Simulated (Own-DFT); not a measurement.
# How strain changes the stress of wurtzite AlN, 128 atoms (Al64N64)

Calculated results; nothing here was measured. The program, named Own-DFT, is a retired in-house plane-wave density functional code that no person has reviewed. Each row is one single-point run on a periodic cell that was not relaxed, without spin or spin-orbit coupling.

Settings of every run: PBE; PseudoDojo norm-conserving scalar-relativistic files; cutoff 42 hartree; 3 x 3 x 3 k mesh centred on Gamma; Gaussian smearing of 0.01 eV.

Known limits: k mesh not checked against a denser one; stress not checked against mesh or cutoff.

Unstrained cell vectors in Å: (12.448, 0.000, 0.000); (-6.224, 10.780, 0.000); (0.000, 0.000, 9.964). The unstrained cell has measured lattice constants (interpolated for alloys), not those of this functional. That, the random moves and any unrelaxed bonds set the pressure at no strain. Each run strains this cell uniformly, with the atoms carried along. Every atom was also moved at random, by a Gaussian of width 0.05 Å on each axis. Strain is the symmetric tensor, in per cent. Stress is positive in tension, and the pressure is minus a third of its trace.

| run | e_xx (%) | e_yy (%) | e_zz (%) | e_yz (%) | e_xz (%) | e_xy (%) | s_xx (GPa) | s_yy (GPa) | s_zz (GPa) | s_yz (GPa) | s_xz (GPa) | s_xy (GPa) | P (GPa) | E (meV/atom) |
|---|---|---|---|---|---|---|---|---|---|---|---|---|---|---|
| 1 | -0.58 | -0.63 | 0.92 | -0.17 | -0.44 | 1.34 | -8.14 | -11.54 | -0.51 | -1.31 | -0.94 | 5.61 | 6.73 | 10.8 |
| 2 | -0.78 | -1.14 | -0.54 | 1.43 | -2.00 | -0.34 | -10.42 | -14.21 | -9.99 | 3.92 | -5.47 | -2.05 | 11.54 | 29.8 |
| 3 | -1.21 | 0.16 | 0.19 | 1.06 | 1.20 | 0.70 | -11.10 | -6.86 | -5.92 | 2.69 | 2.91 | 2.51 | 7.96 | 24.9 |
| 4 | 1.16 | -1.65 | -0.27 | -1.71 | -1.43 | 0.31 | -2.01 | -14.48 | -6.20 | -4.19 | -3.99 | 0.42 | 7.56 | 18.1 |
| 5 | -0.66 | -0.32 | 1.12 | 0.34 | 1.72 | -0.68 | -9.33 | -7.08 | -1.79 | 1.22 | 5.04 | -4.33 | 6.06 | 19.4 |
| 6 | 1.98 | -0.35 | 0.15 | -0.54 | -1.51 | -0.61 | 4.43 | -7.52 | -3.41 | -1.74 | -3.79 | -3.31 | 2.17 | 0.0 |
| 7 | 0.13 | 1.50 | 0.42 | -0.36 | 1.32 | 0.78 | -4.74 | 1.54 | -2.16 | -0.03 | 3.40 | 0.70 | 1.79 | 11.1 |
| 8 | -0.42 | -0.67 | -0.25 | -1.62 | 0.57 | -1.60 | -8.37 | -10.70 | -7.05 | -4.98 | 1.20 | -4.22 | 8.71 | 19.3 |
| 9 | -0.59 | 0.92 | 0.30 | -0.67 | 0.44 | 0.57 | -5.95 | -2.16 | -3.94 | -1.08 | 1.34 | 1.11 | 4.02 | 0.1 |
| 10 | -0.05 | -1.03 | 1.93 | 0.80 | 1.47 | 0.53 | -5.07 | -9.83 | 2.14 | 2.24 | 4.15 | 0.44 | 4.26 | 8.4 |
| 11 | -1.54 | -0.50 | 1.50 | 0.45 | 0.14 | 1.18 | -12.52 | -9.12 | -0.04 | 1.83 | -0.11 | 4.33 | 7.23 | 9.6 |
| 12 | 1.19 | -0.12 | -1.71 | -0.71 | 0.58 | -0.63 | -0.55 | -5.87 | -14.71 | -2.40 | 1.33 | -2.19 | 7.04 | 9.2 |
| 13 | -0.97 | 0.82 | 1.21 | 0.39 | -1.62 | 1.53 | -10.02 | -1.08 | 0.56 | 0.57 | -3.89 | 4.55 | 3.52 | 3.0 |
| 14 | 1.89 | 0.53 | -1.16 | -1.47 | 0.81 | -0.01 | 2.61 | -3.33 | -7.86 | -3.92 | 2.22 | 0.76 | 2.86 | 4.3 |
| 15 | 1.67 | -1.24 | 1.69 | -1.39 | -1.21 | -0.21 | 2.13 | -8.91 | 1.40 | -3.76 | -2.91 | -1.61 | 1.80 | 15.8 |
| 16 | 0.89 | -1.20 | -1.44 | -1.19 | -0.13 | -0.18 | ? | ? | ? | ? | ? | ? | ? | ? |

E is the free energy for each atom above the lowest run shown.

## Worked fit

Each stress component was fitted by least squares to a constant and the strains of the runs shown, as fractions, with shears doubled. Shear strains stay in the fit of a normal stress only where such slopes are resolved. The slopes, in GPa:

```
stress  at no strain  per e_xx  per e_yy  per e_zz  scatter
  s_xx          -5.7  475 ± 20   64 ± 25   46 ± 23     0.82
  s_yy          -6.5  102 ± 25  530 ± 32   95 ± 29     1.02
  s_zz          -5.5   74 ± 27   87 ± 33  468 ± 30     1.07
```

Each shear stress against twice its own strain: yz 134 ± 12, xz 131 ± 4, xy 192 ± 21 GPa. These are stiffnesses along x, y and z of the frame in which the cell vectors are given, which need not be the crystal's axes. The atoms are held to the strained lattice; where symmetry lets them move under strain, relaxing them would lower some slopes. The table should be nearly symmetric about its diagonal, and what it lacks of that shows the noise. A ninth of its sum, 216 ± 6 GPa, estimates the bulk modulus near the mean pressure of these runs, 5.5 GPa, so it lies above the value at zero pressure.

## Withheld run

Question: what normal stresses and pressure should run 16 give?

The fit gives s_xx = -2.9, s_yy = -13.4, s_zz = -12.7 and P = 9.6 GPa. The calculation gave -4.57, -12.48, -11.75 and P = 9.60 GPa.
